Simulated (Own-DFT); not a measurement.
SiC (2H silicon carbide, strained, atoms displaced) (calculated)

Computed with Own-DFT development build. A calculation, not a measurement: plane-wave PBE density functional theory by an unreviewed code, no spin, of a simulated periodic cell, stress positive in tension, free energy of the whole cell less one offset for each atom, forces on such cells passed a denser k mesh, this cell's mesh not checked; offsets are fitted by least squares, one for each functional and potential file, so energies compare only between cells with the same atoms and settings and are not formation energies; the far tail of each file's local potential was reset to the Coulomb form; each entry is a single point on an unrelaxed cell, so the pressure reflects the starting lattice, mostly measured values (interpolated for alloys), from which strain is counted, and rises with the displacements; printed positions are rounded, which can move forces by about a meV/angstrom; the program, named Own-DFT, is a retired in-house code; no spin-orbit coupling.

Settings shared by all entries: functional PBE; potential files PseudoDojo norm-conserving, scalar-relativistic, standard set; wave cutoff 42 hartree; occupations Fermi-Dirac; smearing width 0.1 eV; hardware one NVIDIA H100; k mesh 4 x 4 x 3 centred on Gamma.

(1) 
```cif
# cell vector a (Å): 9.1558 0.0181 -0.1634
# cell vector b (Å): -4.5622 8.0042 0.1409
# cell vector c (Å): -0.1779 0.0744 10.2491
data_SiC
_symmetry_space_group_name_H-M 'P 1'
_symmetry_Int_Tables_number 1
_cell_length_a 9.1573
_cell_length_b 9.2142
_cell_length_c 10.2509
_cell_angle_alpha 88.270
_cell_angle_beta 92.016
_cell_angle_gamma 119.578
_cell_volume 751.68
loop_
_atom_site_label
_atom_site_type_symbol
_atom_site_fract_x
_atom_site_fract_y
_atom_site_fract_z
_atom_site_occupancy
Si1 Si 0.99139 0.00580 0.99593 1
Si2 Si 0.10600 0.22392 0.25249 1
C1 C 0.99556 0.00483 0.20059 1
C2 C 0.11540 0.22537 0.44347 1
Si3 Si 0.99305 0.99142 0.49695 1
Si4 Si 0.11834 0.22206 0.75356 1
C3 C 0.99463 0.99834 0.68547 1
C4 C 0.10470 0.22733 0.93669 1
Si5 Si 0.99364 0.32698 0.00169 1
Si6 Si 0.11799 0.55217 0.25253 1
C5 C 0.00094 0.33241 0.18875 1
C6 C 0.11414 0.55344 0.43544 1
Si7 Si 0.99902 0.31487 0.49947 1
Si8 Si 0.10647 0.55562 0.74666 1
C7 C 0.99861 0.32684 0.68472 1
C8 C 0.11747 0.55744 0.93872 1
Si9 Si 0.00087 0.66436 0.99998 1
Si10 Si 0.10440 0.88698 0.24778 1
C9 C 0.00216 0.66636 0.18773 1
C10 C 0.11348 0.88826 0.42832 1
Si11 Si 0.00975 0.67591 0.50299 1
Si12 Si 0.11557 0.89344 0.74563 1
C11 C 0.99885 0.66669 0.68181 1
C12 C 0.10897 0.88604 0.93520 1
Si13 Si 0.32327 0.99362 0.99784 1
Si14 Si 0.44598 0.22225 0.24269 1
C13 C 0.32244 0.98808 0.18418 1
C14 C 0.44278 0.22830 0.44287 1
Si15 Si 0.32985 0.99608 0.50235 1
Si16 Si 0.44321 0.22139 0.75195 1
C15 C 0.33627 0.99197 0.68623 1
C16 C 0.44518 0.23172 0.92576 1
Si17 Si 0.33182 0.34793 0.00616 1
Si18 Si 0.45999 0.56527 0.25337 1
C17 C 0.34287 0.32555 0.18687 1
C18 C 0.44324 0.56135 0.44095 1
Si19 Si 0.33035 0.33396 0.49553 1
Si20 Si 0.44852 0.55437 0.75171 1
C19 C 0.33330 0.32195 0.68258 1
C20 C 0.44630 0.55636 0.93806 1
Si21 Si 0.34969 0.67019 0.00498 1
Si22 Si 0.43487 0.89180 0.24478 1
C21 C 0.33355 0.66518 0.18450 1
C22 C 0.44194 0.88777 0.43292 1
Si23 Si 0.32157 0.64715 0.49544 1
Si24 Si 0.43843 0.89165 0.74868 1
C23 C 0.32945 0.66742 0.68400 1
C24 C 0.43577 0.87717 0.93346 1
Si25 Si 0.66629 0.00710 0.99629 1
Si26 Si 0.78716 0.22504 0.24746 1
C25 C 0.65609 0.00160 0.18541 1
C26 C 0.76847 0.21316 0.43268 1
Si27 Si 0.66791 0.99885 0.49922 1
Si28 Si 0.76210 0.22495 0.74767 1
C27 C 0.66593 0.99614 0.69138 1
C28 C 0.78019 0.21575 0.93335 1
Si29 Si 0.66474 0.33877 0.99711 1
Si30 Si 0.77825 0.55302 0.24113 1
C29 C 0.65729 0.33148 0.18501 1
C30 C 0.78042 0.55758 0.44032 1
Si31 Si 0.68075 0.34424 0.50449 1
Si32 Si 0.77281 0.55534 0.74841 1
C31 C 0.66267 0.33540 0.68674 1
C32 C 0.77034 0.55159 0.93696 1
Si33 Si 0.66211 0.66328 0.99894 1
Si34 Si 0.77466 0.88628 0.24913 1
C33 C 0.67485 0.66414 0.19172 1
C34 C 0.78753 0.89040 0.43395 1
Si35 Si 0.65522 0.66358 0.50043 1
Si36 Si 0.77997 0.87987 0.75264 1
C35 C 0.66236 0.66862 0.69023 1
C36 C 0.77263 0.88484 0.94077 1
_calc_free_energy_of_cell_above_offsets '-5.376'  # eV
_calc_pressure 3.72  # GPa
_calc_stress_xx -10.59  # GPa
_calc_stress_yy -3.38  # GPa
_calc_stress_zz 2.82  # GPa
_calc_stress_yz 3.06  # GPa
_calc_stress_xz -6.16  # GPa
_calc_stress_xy 1.04  # GPa
_calc_wall_time 359.6  # s
```

Force:
| element | x (eV/Å) | y (eV/Å) | z (eV/Å) |
| --- | --- | --- | --- |
| Si | 2.088 | -0.742 | 1.328 |
| Si | 2.568 | -0.375 | 0.683 |
| C | 0.174 | -0.238 | -2.682 |
| C | 0.014 | -2.127 | -2.178 |
| Si | 2.395 | 1.596 | 0.712 |
| Si | -1.631 | -0.083 | -1.072 |
| C | 1.151 | 0.082 | 0.135 |
| C | 1.717 | -0.392 | 0.474 |
| Si | 0.073 | 2.148 | -0.709 |
| Si | -1.196 | 0.672 | -0.452 |
| C | -0.257 | 0.791 | -0.813 |
| C | -1.906 | -1.816 | -0.203 |
| Si | -2.906 | 2.534 | 0.904 |
| Si | 1.559 | -0.988 | 0.506 |
| C | -0.971 | 0.582 | 0.478 |
| C | -0.585 | -0.699 | 0.027 |
| Si | 0.235 | -0.025 | -0.202 |
| Si | 0.589 | -0.113 | -0.17 |
| C | -0.112 | -0.518 | -0.42 |
| C | -0.563 | 0.337 | 1.966 |
| Si | -0.488 | -1.646 | -1.767 |
| Si | -0.295 | -1.135 | 0.592 |
| C | -0.868 | 0.625 | 1.38 |
| C | -1.7 | 0.358 | -0.326 |
| Si | 1.353 | 1.044 | -0.249 |
| Si | 1.217 | -2.621 | 2.874 |
| C | -1.578 | 2.41 | -0.863 |
| C | 1.48 | -0.746 | -1.231 |
| Si | 1.059 | 1.111 | -1.364 |
| Si | 0.626 | -0.875 | -1.727 |
| C | -3.332 | 2.544 | -0.483 |
| C | -0.503 | -1.243 | 3.151 |
| Si | 1.208 | -2.881 | -1.136 |
| Si | -1.273 | -1.702 | -0.164 |
| C | -4.609 | 2.811 | -0.07 |
| C | 0.843 | -1.907 | -1.638 |
| Si | 1.641 | 0.174 | 1.122 |
| Si | -2.124 | -0.559 | -0.667 |
| C | -1.394 | 2.069 | 0.498 |
| C | -0.098 | 0.302 | -0.339 |
| Si | -2.868 | -0.825 | -1.074 |
| Si | 2.275 | -1.201 | 1.592 |
| C | 1.192 | 0.151 | 0.916 |
| C | 0.064 | -0.751 | 0.403 |
| Si | -0.167 | 4.366 | 1.848 |
| Si | 3.771 | -2.758 | 0.471 |
| C | 0.647 | -0.769 | 0.27 |
| C | 0.102 | 2.609 | 0.442 |
| Si | -0.546 | -2.339 | 0.529 |
| Si | -2.705 | -1.082 | 0.495 |
| C | 1.547 | -0.036 | -0.424 |
| C | 1.262 | 1.566 | 0.534 |
| Si | -0.672 | -1.047 | 0.237 |
| Si | 4.581 | -1.622 | 0.219 |
| C | -0.644 | 0.47 | -0.596 |
| C | -2.265 | 1.914 | 0.177 |
| Si | 0.48 | -2.014 | 0.232 |
| Si | 1.583 | -0.79 | 2.464 |
| C | 2.532 | 0.512 | -0.785 |
| C | -0.137 | 0.77 | -0.717 |
| Si | -1.554 | -1.867 | -1.419 |
| Si | 0.941 | 0.175 | 0.052 |
| C | -0.742 | 0.815 | -0.024 |
| C | 1.003 | 1.42 | -0.5 |
| Si | 1.242 | 0.596 | 0.863 |
| Si | -0.682 | 0.6 | 0.111 |
| C | -2.041 | 1.489 | -1.567 |
| C | -3.301 | -1.572 | 0.158 |
| Si | 2.835 | 1.164 | 0.379 |
| Si | -1.666 | 1.898 | 0.178 |
| C | 0.653 | -0.691 | -0.886 |
| C | -0.322 | 0.09 | -0.488 |

(2) 
```cif
# cell vector a (Å): 9.2895 -0.0832 0.1413
# cell vector b (Å): -4.7168 8.1334 -0.2148
# cell vector c (Å): 0.1538 -0.1812 9.9555
data_SiC
_symmetry_space_group_name_H-M 'P 1'
_symmetry_Int_Tables_number 1
_cell_length_a 9.2909
_cell_length_b 9.4046
_cell_length_c 9.9583
_cell_angle_alpha 92.655
_cell_angle_beta 88.235
_cell_angle_gamma 120.634
_cell_volume 747.87
loop_
_atom_site_label
_atom_site_type_symbol
_atom_site_fract_x
_atom_site_fract_y
_atom_site_fract_z
_atom_site_occupancy
Si1 Si 0.00070 0.00250 0.00371 1
Si2 Si 0.10341 0.21744 0.24675 1
C1 C 0.98988 0.99549 0.18091 1
C2 C 0.12083 0.22761 0.42913 1
Si3 Si 0.98645 0.98312 0.49798 1
Si4 Si 0.11115 0.21203 0.74985 1
C3 C 0.99556 0.99409 0.69042 1
C4 C 0.10775 0.21754 0.93200 1
Si5 Si 0.00603 0.33168 0.99887 1
Si6 Si 0.11634 0.56691 0.24807 1
C5 C 0.99818 0.33113 0.17962 1
C6 C 0.10982 0.55356 0.43056 1
Si7 Si 0.99373 0.33085 0.49871 1
Si8 Si 0.11006 0.55193 0.75566 1
C7 C 0.99519 0.32799 0.68603 1
C8 C 0.10904 0.54874 0.93995 1
Si9 Si 0.00117 0.67179 0.99924 1
Si10 Si 0.09492 0.87430 0.26113 1
C9 C 0.99734 0.66646 0.18840 1
C10 C 0.10646 0.89032 0.42764 1
Si11 Si 0.99370 0.66660 0.51263 1
Si12 Si 0.11864 0.89398 0.75732 1
C11 C 0.99945 0.67138 0.69289 1
C12 C 0.10176 0.87428 0.93613 1
Si13 Si 0.33601 0.99715 0.00718 1
Si14 Si 0.43690 0.23108 0.25284 1
C13 C 0.33714 0.00215 0.18579 1
C14 C 0.44543 0.22261 0.44121 1
Si15 Si 0.32781 0.99228 0.50118 1
Si16 Si 0.43428 0.21375 0.75258 1
C15 C 0.34194 0.00682 0.68216 1
C16 C 0.44773 0.22581 0.93387 1
Si17 Si 0.34080 0.34604 0.99530 1
Si18 Si 0.44879 0.56093 0.25067 1
C17 C 0.33422 0.33787 0.18224 1
C18 C 0.43717 0.56401 0.43401 1
Si19 Si 0.34667 0.33437 0.49640 1
Si20 Si 0.43834 0.55959 0.75239 1
C19 C 0.33617 0.33480 0.68036 1
C20 C 0.44281 0.55219 0.94007 1
Si21 Si 0.33110 0.66304 0.00302 1
Si22 Si 0.44924 0.89010 0.24913 1
C21 C 0.32358 0.67417 0.19088 1
C22 C 0.44565 0.89077 0.43755 1
Si23 Si 0.33318 0.66128 0.49586 1
Si24 Si 0.45144 0.89362 0.74585 1
C23 C 0.32954 0.66739 0.69281 1
C24 C 0.44405 0.88322 0.93558 1
Si25 Si 0.67362 0.00507 0.99736 1
Si26 Si 0.78317 0.22734 0.25371 1
C25 C 0.66144 0.99738 0.18345 1
C26 C 0.78162 0.22127 0.43231 1
Si27 Si 0.67089 0.99912 0.49556 1
Si28 Si 0.77448 0.22513 0.75415 1
C27 C 0.66882 0.00089 0.68309 1
C28 C 0.77220 0.22641 0.93610 1
Si29 Si 0.66384 0.32844 0.99785 1
Si30 Si 0.78086 0.55484 0.25819 1
C29 C 0.67798 0.33930 0.18833 1
C30 C 0.77126 0.55156 0.43659 1
Si31 Si 0.66198 0.32669 0.49109 1
Si32 Si 0.78463 0.55704 0.75038 1
C31 C 0.66628 0.32968 0.68524 1
C32 C 0.77180 0.54768 0.94637 1
Si33 Si 0.67031 0.66855 0.00295 1
Si34 Si 0.78531 0.89921 0.24937 1
C33 C 0.66686 0.66985 0.18572 1
C34 C 0.76994 0.88990 0.43786 1
Si35 Si 0.66212 0.65815 0.49383 1
Si36 Si 0.77732 0.89156 0.75141 1
C35 C 0.66996 0.65395 0.69309 1
C36 C 0.77645 0.88875 0.94401 1
_calc_free_energy_of_cell_above_offsets '-4.652'  # eV
_calc_pressure 5  # GPa
_calc_stress_xx -1.01  # GPa
_calc_stress_yy 2.2  # GPa
_calc_stress_zz -16.2  # GPa
_calc_stress_yz -5.7  # GPa
_calc_stress_xz 5.84  # GPa
_calc_stress_xy -3.14  # GPa
_calc_wall_time 347.5  # s
```

Force:
| element | x (eV/Å) | y (eV/Å) | z (eV/Å) |
| --- | --- | --- | --- |
| Si | 0.217 | -0.839 | -2.338 |
| Si | 0.597 | 1.214 | -0.668 |
| C | 2.443 | 0.774 | 2.33 |
| C | -0.865 | -1.31 | 1.878 |
| Si | 0.333 | 3.231 | 0.457 |
| Si | -0.978 | 1.765 | -2.036 |
| C | 1.176 | -0.231 | -0.707 |
| C | 1.18 | 0.216 | 1.441 |
| Si | -1.925 | -0.033 | -1.007 |
| Si | -1.767 | -2.402 | -0.162 |
| C | 0.701 | 0.593 | 1.886 |
| C | -0.941 | 0.291 | 2.327 |
| Si | 2.094 | 0.724 | -0.334 |
| Si | -0.463 | -0.212 | -1.198 |
| C | 0.613 | 0.349 | 0.71 |
| C | -0.25 | 0.747 | 0.426 |
| Si | -0.153 | -2.849 | 0.722 |
| Si | 1.153 | 2.327 | -6.478 |
| C | 0.31 | -0.241 | 0.092 |
| C | 0.635 | -1.169 | 6.442 |
| Si | 1.076 | -0.387 | -3.001 |
| Si | -0.703 | -0.463 | -1.843 |
| C | 1.77 | -0.029 | 0.519 |
| C | 0.536 | 3.29 | 1.346 |
| Si | -0.525 | 0.212 | -2.176 |
| Si | 2.335 | -1.18 | -1.353 |
| C | -1.094 | -0.073 | 2.579 |
| C | 0.269 | -1.423 | -1.336 |
| Si | -0.047 | 1.207 | -1.71 |
| Si | 1.195 | 3.043 | -1.549 |
| C | -0.824 | -2.229 | 1.526 |
| C | -0.987 | -1.361 | 1.457 |
| Si | 0.097 | -2.827 | 0.36 |
| Si | -1.37 | -0.02 | -1.324 |
| C | -0.545 | 0.033 | 0.771 |
| C | 4.159 | -2.397 | 0.33 |
| Si | -3.48 | 0.632 | 0.069 |
| Si | 1.726 | -0.843 | -0.669 |
| C | -0.477 | -0.481 | 1.964 |
| C | -0.169 | 1.886 | -0.249 |
| Si | -0.189 | 0.79 | -0.548 |
| Si | -1.667 | 0.877 | -0.036 |
| C | 3.403 | -0.287 | -0.953 |
| C | 0.118 | -0.634 | 0.274 |
| Si | -3.051 | 1.844 | 1.482 |
| Si | -0.773 | -0.628 | 0.527 |
| C | 0.558 | 0.163 | -1.369 |
| C | 0.053 | 0.684 | 0.246 |
| Si | -1.537 | -0.324 | 0.094 |
| Si | -0.71 | -0.793 | -2.769 |
| C | 1.51 | 1.183 | 1.059 |
| C | -0.803 | -0.592 | 1.398 |
| Si | -2.18 | 1.121 | 0.728 |
| Si | 0.291 | -0.283 | -1.861 |
| C | 0.525 | 0.041 | 0.746 |
| C | 2.355 | -1.232 | 0.673 |
| Si | -0.473 | 1.278 | 1.224 |
| Si | -0.837 | 0.138 | -3.232 |
| C | -1.638 | -0.998 | 0.616 |
| C | 1.019 | -0.13 | 1.537 |
| Si | 1.072 | 0.606 | 1.922 |
| Si | -1.401 | -1.828 | 1.251 |
| C | -0.245 | 0.269 | -0.076 |
| C | 0.661 | 1.209 | -1.541 |
| Si | -0.365 | -0.378 | -0.887 |
| Si | -2.552 | -1.907 | -0.585 |
| C | 0.675 | 0.153 | 1.918 |
| C | 2.273 | -1.745 | -0.664 |
| Si | -1.339 | 1.25 | 1.763 |
| Si | -0.051 | -1.515 | 0.129 |
| C | -2.346 | 2.043 | -1.27 |
| C | 0.593 | 0.092 | -1.289 |

(3) 
```cif
# cell vector a (Å): 9.2853 0.1168 0.1216
# cell vector b (Å): -4.5415 8.0936 0.0276
# cell vector c (Å): 0.1324 0.1111 10.2187
data_SiC
_symmetry_space_group_name_H-M 'P 1'
_symmetry_Int_Tables_number 1
_cell_length_a 9.2868
_cell_length_b 9.2808
_cell_length_c 10.2202
_cell_angle_alpha 89.650
_cell_angle_beta 88.500
_cell_angle_gamma 118.572
_cell_volume 773.15
loop_
_atom_site_label
_atom_site_type_symbol
_atom_site_fract_x
_atom_site_fract_y
_atom_site_fract_z
_atom_site_occupancy
Si1 Si 0.99944 0.99406 0.99497 1
Si2 Si 0.10171 0.22075 0.25493 1
C1 C 0.00633 0.00434 0.18787 1
C2 C 0.11462 0.21895 0.43641 1
Si3 Si 0.99852 0.99645 0.50233 1
Si4 Si 0.09956 0.20644 0.75540 1
C3 C 0.99671 0.00197 0.68905 1
C4 C 0.12092 0.22970 0.93476 1
Si5 Si 0.99259 0.32767 0.00964 1
Si6 Si 0.10583 0.55063 0.25094 1
C5 C 0.00427 0.34196 0.19281 1
C6 C 0.10646 0.56917 0.44212 1
Si7 Si 0.00026 0.33700 0.50264 1
Si8 Si 0.11085 0.55511 0.75461 1
C7 C 0.00797 0.33713 0.69670 1
C8 C 0.10387 0.54518 0.94403 1
Si9 Si 0.99648 0.65046 0.99843 1
Si10 Si 0.11286 0.88422 0.24807 1
C9 C 0.99331 0.67404 0.18782 1
C10 C 0.09742 0.87883 0.43869 1
Si11 Si 0.00030 0.66707 0.49321 1
Si12 Si 0.09360 0.88067 0.75438 1
C11 C 0.00248 0.67305 0.68448 1
C12 C 0.10625 0.88799 0.93861 1
Si13 Si 0.32375 0.99596 0.99816 1
Si14 Si 0.43579 0.22096 0.24982 1
C13 C 0.33466 0.00516 0.19102 1
C14 C 0.44863 0.22753 0.43381 1
Si15 Si 0.31974 0.99614 0.50365 1
Si16 Si 0.44423 0.21507 0.75358 1
C15 C 0.32991 0.99297 0.68990 1
C16 C 0.45054 0.22902 0.94407 1
Si17 Si 0.33488 0.32835 0.00613 1
Si18 Si 0.45176 0.55724 0.25984 1
C17 C 0.32691 0.33016 0.19461 1
C18 C 0.44418 0.54622 0.44154 1
Si19 Si 0.32999 0.32983 0.50075 1
Si20 Si 0.43976 0.55910 0.74920 1
C19 C 0.33389 0.33580 0.68525 1
C20 C 0.44569 0.55420 0.93794 1
Si21 Si 0.33404 0.66111 0.99417 1
Si22 Si 0.44549 0.88717 0.23649 1
C21 C 0.33337 0.68269 0.18854 1
C22 C 0.45204 0.88794 0.43985 1
Si23 Si 0.33275 0.66739 0.49440 1
Si24 Si 0.44799 0.89270 0.74198 1
C23 C 0.32694 0.66916 0.68413 1
C24 C 0.45035 0.89525 0.93276 1
Si25 Si 0.65477 0.99194 0.99155 1
Si26 Si 0.78684 0.22280 0.25897 1
C25 C 0.66409 0.99613 0.18676 1
C26 C 0.78054 0.22847 0.43742 1
Si27 Si 0.65441 0.99083 0.49193 1
Si28 Si 0.78361 0.22765 0.74378 1
C27 C 0.67257 0.00501 0.68941 1
C28 C 0.78097 0.23350 0.93252 1
Si29 Si 0.66533 0.32584 0.00405 1
Si30 Si 0.77658 0.56769 0.25684 1
C29 C 0.66444 0.32957 0.18541 1
C30 C 0.78011 0.55822 0.43343 1
Si31 Si 0.66657 0.32906 0.50551 1
Si32 Si 0.76443 0.55922 0.74869 1
C31 C 0.66235 0.32594 0.69599 1
C32 C 0.78584 0.55784 0.93896 1
Si33 Si 0.66415 0.67160 0.99727 1
Si34 Si 0.77135 0.88525 0.24727 1
C33 C 0.66730 0.66617 0.18860 1
C34 C 0.78158 0.88702 0.43669 1
Si35 Si 0.67226 0.67042 0.49474 1
Si36 Si 0.78219 0.87993 0.75067 1
C35 C 0.65875 0.66731 0.69263 1
C36 C 0.78115 0.88738 0.93574 1
_calc_free_energy_of_cell_above_offsets '-5.517'  # eV
_calc_pressure -2.56  # GPa
_calc_stress_xx -0.76  # GPa
_calc_stress_yy 5.22  # GPa
_calc_stress_zz 3.21  # GPa
_calc_stress_yz 2.19  # GPa
_calc_stress_xz 3.83  # GPa
_calc_stress_xy 5.06  # GPa
_calc_wall_time 372.2  # s
```

Force:
| element | x (eV/Å) | y (eV/Å) | z (eV/Å) |
| --- | --- | --- | --- |
| Si | -1.095 | 1.789 | 1.907 |
| Si | 1.891 | -0.311 | -0.803 |
| C | -1.278 | -0.626 | -0.333 |
| C | -1.347 | 0.315 | 1.07 |
| Si | -0.764 | 0.529 | -0.606 |
| Si | 1.129 | 3.457 | -0.572 |
| C | 0.51 | -1.3 | -0.521 |
| C | -0.857 | -1.671 | 1.621 |
| Si | 0.69 | -0.236 | -1.891 |
| Si | -0.519 | 3.03 | 0.32 |
| C | -0.145 | -1.609 | -0.141 |
| C | 4.271 | -3.287 | -1.873 |
| Si | 0.562 | -0.045 | 0.552 |
| Si | -0.651 | 0.189 | -0.415 |
| C | -0.8 | -0.41 | -1.796 |
| C | 1.968 | 0.649 | -0.848 |
| Si | -1.923 | 2.613 | 1.142 |
| Si | -0.936 | 1.203 | 0.319 |
| C | 1.56 | -1.595 | -0.264 |
| C | 1.447 | 1.868 | -0.601 |
| Si | -2.94 | 0.664 | 2.487 |
| Si | 2.501 | 0.77 | -0.573 |
| C | -1.162 | -1.609 | 0.302 |
| C | 1.469 | -1.518 | -0.47 |
| Si | 0.99 | 1.002 | 0.394 |
| Si | 1.907 | 0.336 | 0.147 |
| C | -0.104 | -1.053 | -0.913 |
| C | -0.176 | -1.378 | 1.238 |
| Si | 1.623 | 0.395 | -0.778 |
| Si | -1.384 | 0.499 | -0.105 |
| C | -1.602 | 0.95 | 0.015 |
| C | -0.031 | -1.882 | -0.974 |
| Si | -0.971 | 1.019 | -0.242 |
| Si | -1.583 | -0.436 | -1.786 |
| C | -0.515 | 1.228 | -0.706 |
| C | -0.523 | 1.715 | -0.03 |
| Si | 0.684 | -0.233 | 0.33 |
| Si | -0.363 | -1.194 | -0.156 |
| C | -0.01 | -1.022 | 0.981 |
| C | 0.216 | -0.241 | -0.054 |
| Si | -1.216 | 1.073 | 1.22 |
| Si | -0.789 | 2.145 | 2.687 |
| C | 0.923 | -4.1 | -0.838 |
| C | -3.104 | -0.783 | -1.689 |
| Si | -0.037 | -0.112 | 0.845 |
| Si | 0.274 | -0.587 | 0.772 |
| C | 0.972 | 0.084 | 0.568 |
| C | -1.864 | -1.995 | -0.292 |
| Si | 2.16 | 2.488 | 0.893 |
| Si | -2.66 | -0.037 | -2.15 |
| C | 0.598 | 1.072 | -0.664 |
| C | 0.916 | -1.227 | 1.137 |
| Si | 2.748 | 2.055 | 2.086 |
| Si | 0.325 | -0.692 | 1.468 |
| C | 0.246 | -0.723 | -1 |
| C | 1.3 | -2.437 | 0.689 |
| Si | -0.607 | 1.85 | -0.266 |
| Si | 1.524 | -2.5 | -2.248 |
| C | 0.181 | 0.607 | 1.662 |
| C | 0.132 | -0.699 | 2.162 |
| Si | -1.379 | 0.758 | -0.657 |
| Si | 3.129 | -1.35 | 0.995 |
| C | -0.314 | 1.67 | -1.779 |
| C | -2.028 | -0.719 | -0.461 |
| Si | 1.628 | -1.366 | 0.65 |
| Si | 1.55 | 0.554 | 0.002 |
| C | -1.417 | 0.696 | -0.422 |
| C | -1.004 | 0.54 | -0.216 |
| Si | -0.902 | -0.886 | 1.349 |
| Si | -2.566 | 1.397 | -0.154 |
| C | 0.217 | 0.29 | -1.789 |
| C | -0.676 | 0.373 | 0.064 |
